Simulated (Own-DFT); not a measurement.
# A change of arrangement and its cost: C34N2Si36, 72 atoms

All numbers below are calculated, not measured. The program, named Own-DFT, is a retired in-house plane-wave density functional code that no person has reviewed. Each row is one single-point run on a periodic cell that was not relaxed, without spin or spin-orbit coupling.

Settings of every run: PBE; PseudoDojo norm-conserving scalar-relativistic files; cutoff 42 hartree; 4 x 4 x 3 k mesh centred on Gamma; Fermi-Dirac smearing of 0.1 eV.

Known limits: not probed for a lower state with spin; forces on such cells passed a denser k mesh, each cell not checked; stress not checked against mesh or cutoff.

All cells hold the same atoms in the same cell, with vectors in Å (9.248, 0.000, 0.000); (-4.624, 8.009, 0.000); (0.000, 0.000, 10.068). Every atom was moved at random from its ideal site; u is the rms move along one axis. The defect's site can differ from row to row. E is the free energy of the cell above the lowest run. The arrangements:

- A: 4H SiC, with two N on a C site each, 3.1 Å apart
- B: 2H SiC, with two N on a C site each, 3.1 Å apart

```
arrangement   u (Å)  E (eV)  P (GPa)
          A  0.0288   0.000     2.67
          A  0.0303   0.149     2.81
          A  0.0318   0.259     2.74
          A  0.0455   2.651     3.53
          A  0.0520   4.917     4.51
          A  0.0539   5.214     4.54
          B  0.0294   0.965     2.91
          B  0.0294   0.565     2.81
          B  0.0304   0.965     2.95
          B  0.0492   5.488     4.63
          B  0.0526   5.277     4.37
          B  0.0535   5.529     4.31
```

Question: once the cost of the random moves is taken out, how do the arrangements rank?

## Worked answer

Fit E = a + b u², with one b for all and one a for each arrangement, and with residuals divided by u², since the noise grows with the moves. Then b = 2524 eV/Å², the scatter at u = 0.04 Å is 0.30 eV, and against A:

- B: 0.79 ± 0.13 eV (higher)

These are energies of unrelaxed cells. Relaxing the atoms lowers the strained arrangements most, so the gaps would shrink and small ones could change sign.
